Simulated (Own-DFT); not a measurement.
# Strain and stress in diamond-structure SiGeSn with randomly placed atoms, 64 atoms (Ge44Si16Sn4)

Calculated results; nothing here was measured. The program, named Own-DFT, is a retired in-house plane-wave density functional code that no person has reviewed. Each row is one single-point run on a periodic cell that was not relaxed, without spin or spin-orbit coupling.

Settings of every run: PBEsol; PseudoDojo norm-conserving scalar-relativistic files, made for PBE; cutoff 49 hartree; 3 x 3 x 3 k mesh centred on Gamma; Fermi-Dirac smearing of 0.1 eV.

Known limits: forces on such cells moved up to 12 meV/angstrom on a denser k mesh; stress not checked against mesh or cutoff.

Unstrained cell vectors in Å: (11.306, 0.000, 0.000); (0.000, 11.306, 0.000); (0.000, 0.000, 11.306). The unstrained cell has measured lattice constants (interpolated for alloys), not those of this functional. That, the random moves and any unrelaxed bonds set the pressure at no strain. Each run strains this cell uniformly, with the atoms carried along. Every atom was also moved at random, by a Gaussian of width 0.05 Å on each axis. The random placing of the alloy's atoms differs from row to row. Strain is the symmetric tensor, in per cent. Stress is positive in tension, and the pressure is minus a third of its trace.

```
run  e_xx (%)  e_yy (%)  e_zz (%)  s_xx (GPa)  s_yy (GPa)  s_zz (GPa)  P (GPa)  E (meV/atom)
  1      2.75      2.75      0.00        2.45        2.43        0.77    -1.88          10.6
  2     -3.00     -3.00      0.00       -7.52       -7.55       -5.32     6.80          27.2
  3     -2.25     -2.25      0.00       -5.79       -6.05       -4.31     5.38          17.9
  4      1.75      1.75      0.00        0.91        1.11       -0.09    -0.65           9.4
  5     -2.75     -2.75      0.00       -7.10       -6.82       -5.11     6.35          24.6
  6      1.50      1.50      0.00        0.69        0.70       -0.21    -0.39           2.3
  7     -2.75     -2.75      0.00       -7.45       -7.42       -5.28     6.72          52.0
  8     -3.00     -3.00      0.00       -7.77       -7.94       -5.73     7.15          47.6
  9      1.75      1.75      0.00        1.05        1.05       -0.10    -0.67           7.2
 10      1.50      1.50      0.00        0.62        0.71       -0.20    -0.38           6.2
 11      2.75      2.75      0.00        2.64        2.60        0.81    -2.02           0.0
 12     -0.75     -0.75      0.00           ?           ?           ?        ?             ?
```

E is the free energy for each atom above the lowest run shown.

## Worked fit

The change of volume is close to e_xx + e_yy + e_zz. A straight line through the runs shown gives P = 2.20 - 79 x (fractional change of volume) GPa, with an error of 1 on the slope and a scatter of 0.23 GPa. The strain isn't the same on all axes, but the crystal is cubic, so the slope still estimates the bulk modulus, averaged over pressures from -2.0 to 7.1 GPa.

## Withheld run

Question: what pressure should run 12 give? Its volume changes by -1.49 %.

The line gives 3.4 GPa. The calculation gave 2.90 GPa.
